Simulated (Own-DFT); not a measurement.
# A pressure from energies alone: corundum Al2O3, 78 atoms (Al32O46), with two O vacancies

All values are computed. Each geometry was run twice at fixed positions with Own-DFT, a retired in-house plane-wave program that no person has reviewed: with PBE, and with HSE06 (exact exchange share 0.25 at short range, screening 0.11 per bohr, Gygi-Baldereschi treatment of its divergence). Both used PseudoDojo norm-conserving files made for PBE, a cutoff of 48 hartree, the Gamma point alone, fixed occupations, a neutral cell and no spin. One k point on a cell 7.9 Å thick isn't converged, and results move with the size of the cell. The oxygen file's force components were 24 meV/Å off all-electron values in a glass.

Unstrained cell vectors in Å: (5.494, 0.000, 8.660); (-2.747, 4.758, 8.660); (-2.747, -4.758, 8.660), volume V0 = 679.1 Å³, from measured lattice constants. Each geometry has its own random strain of a few per cent, its own defect sites and random moves of rms u per axis. HSE06 gave the energy alone. D is its energy less that of PBE, over the lowest D shown. The PBE stress wasn't checked against mesh or cutoff.

| run | V - V0 (Å³) | u (Å) | P with PBE (GPa) | D (eV) |
|---|---|---|---|---|
| 1 | 11.5 | 0.0487 | 4.92 | 1.458 |
| 2 | 6.7 | 0.0299 | 5.24 | 1.172 |
| 3 | 11.6 | 0.0522 | 5.52 | 1.547 |
| 4 | -2.5 | 0.0301 | 9.12 | 0.727 |
| 5 | -22.5 | 0.0303 | 16.45 | 0.000 |
| 6 | 11.4 | 0.0295 | 3.24 | 1.321 |
| 7 | -10.9 | 0.0472 | 12.52 | 0.601 |
| 8 | 1.8 | 0.0479 | 7.35 | 1.167 |
| 9 | -3.2 | 0.0547 | 11.00 | 0.909 |
| 10 | 0.4 | 0.0303 | 6.95 | 0.885 |
| 11 | -4.9 | 0.0301 | 9.00 | 0.701 |
| 12 | -20.1 | 0.0303 | 15.86 | 0.056 |
| 13 | 5.5 | 0.0323 | 5.47 | ? |

## Fit

D = 0.79 + 0.0401 (V - V0) + 103 u² eV, with an error of 0.0011 on the volume slope, 15 on the last term and a scatter of 0.04 eV. Pressure is -dE/dV, and 1 eV/Å³ is 160.2 GPa, so HSE06 changes the pressure by -6.4 ± 0.2 GPa. With the ions held to the strained lattice, the PBE pressure falls by 260 ± 10 GPa per unit of volume strain; the shape of the strain isn't fitted, so the true error is larger, and a relaxed crystal would be softer. On that slope HSE06's volume at a given pressure is about 2.5 % smaller, or 0.8 % in lengths. At u = 0 and V0 the PBE pressure is 6.8 GPa, which puts the zero-pressure volume, against the measured cell and with the defects in, at +2.6 % for PBE and +0.1 % for HSE06, each good to a few tenths of a per cent.

## Check

Q: what D should run 13 give?

Estimate: 1.12 eV, with rows scattering by 0.04. The calculation gave 1.100 eV.
